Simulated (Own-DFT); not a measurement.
# How strain changes the stress of wurtzite GaN, 72 atoms (Ga36N36)

Calculated results; nothing here was measured. The program, named Own-DFT, is a retired in-house plane-wave density functional code that no person has reviewed. Each row is one single-point run on a periodic cell that was not relaxed, without spin or spin-orbit coupling.

Settings of every run: PBE; PseudoDojo norm-conserving scalar-relativistic files (stringent for Ga); cutoff 96 hartree; 4 x 4 x 3 k mesh centred on Gamma; Gaussian smearing of 0.01 eV.

Known limits: forces not confirmed at this smearing and k mesh; stress not checked against mesh or cutoff.

Unstrained cell vectors in Å: (9.567, 0.000, 0.000); (-4.784, 8.285, 0.000); (0.000, 0.000, 10.370). The unstrained cell has measured lattice constants (interpolated for alloys), not those of this functional. That, the random moves and any unrelaxed bonds set the pressure at no strain. Each run strains this cell uniformly, with the atoms carried along. Every atom was also moved at random, by a Gaussian of width 0.05 Å on each axis. Strain is the symmetric tensor, in per cent. Stress is positive in tension, and the pressure is minus a third of its trace.

```
run,e_xx (%),e_yy (%),e_zz (%),e_yz (%),e_xz (%),e_xy (%),s_xx (GPa),s_yy (GPa),s_zz (GPa),s_yz (GPa),s_xz (GPa),s_xy (GPa),P (GPa),E (meV/atom)
1,0.08,1.93,-0.09,-0.92,-1.28,1.51,-4.03,1.28,-7.90,-2.01,-3.25,3.94,3.55,0.9
2,1.41,-0.88,0.20,1.17,-1.30,-0.49,-1.79,-7.84,-8.29,2.36,-2.69,-0.58,5.97,8.9
3,0.78,-1.28,-0.11,0.57,0.21,0.26,-3.99,-13.07,-8.13,0.86,0.46,2.04,8.40,0.0
4,-1.53,1.63,1.53,-0.64,0.66,-1.06,-11.76,-0.85,-0.48,-1.33,1.43,-3.60,4.36,6.1
5,0.14,1.33,-1.66,1.11,0.43,1.25,-7.26,-2.25,-13.93,2.26,0.97,4.32,7.81,14.0
6,-1.66,-0.61,-0.23,1.66,1.48,-0.83,-13.86,-13.10,-10.10,3.54,2.60,-3.21,12.35,25.1
7,1.65,-0.29,0.57,-1.56,-1.02,1.42,-0.25,-6.55,-4.50,-4.17,-1.67,4.55,3.76,9.4
8,0.08,-0.45,-1.26,-0.68,-1.58,1.08,-9.68,-8.80,-14.54,-1.07,-4.03,4.53,11.01,29.9
9,-0.37,0.98,-0.22,0.83,-1.80,1.31,-8.93,-3.44,-7.03,1.44,-4.13,4.34,6.47,3.0
10,-1.57,1.10,1.64,-0.89,-1.80,1.49,-12.19,-5.21,-0.06,-0.56,-4.56,4.34,5.82,27.0
11,0.15,-1.09,0.57,1.99,-0.73,1.13,-7.19,-10.78,-4.88,3.48,-1.21,3.32,7.61,5.2
12,-1.77,-0.69,1.29,0.77,0.02,1.82,-14.56,-12.02,-4.22,2.51,-0.36,5.81,10.27,28.6
13,0.04,0.97,-1.91,-0.49,-0.94,-0.72,-5.79,-5.26,-16.45,-0.25,-1.70,0.13,9.17,23.1
14,-0.09,-0.54,-1.89,-1.75,-0.37,0.20,-8.52,-11.03,-17.19,-3.43,-0.20,-0.31,12.25,18.7
15,1.05,-1.78,-0.93,-1.36,1.66,-1.75,?,?,?,?,?,?,?,?
```

E is the free energy for each atom above the lowest run shown.

## Worked fit

Each stress component was fitted by least squares to a constant and the strains of the runs shown, as fractions, with shears doubled. Shear strains stay in the fit of a normal stress only where such slopes are resolved. The slopes, in GPa:

```
stress  at no strain  per e_xx  per e_yy  per e_zz  scatter
  s_xx          -7.1  421 ± 29   80 ± 27   49 ± 26     1.04
  s_yy          -7.4  154 ± 27  432 ± 25   63 ± 23     0.94
  s_zz          -7.9   46 ± 26   70 ± 24  461 ± 23     0.91
```

Each shear stress against twice its own strain: yz 100 ± 6, xz 114 ± 8, xy 140 ± 16 GPa. These are stiffnesses along x, y and z of the frame in which the cell vectors are given, which need not be the crystal's axes. The atoms are held to the strained lattice; where symmetry lets them move under strain, relaxing them would lower some slopes. The table should be nearly symmetric about its diagonal, and what it lacks of that shows the noise. A ninth of its sum, 197 ± 6 GPa, estimates the bulk modulus near the mean pressure of these runs, 7.8 GPa, so it lies above the value at zero pressure.

## Withheld run

Question: what normal stresses and pressure should run 15 give?

The fit gives s_xx = -4.5, s_yy = -14.0, s_zz = -12.9 and P = 10.5 GPa. The calculation gave -5.02, -15.16, -13.33 and P = 11.17 GPa.
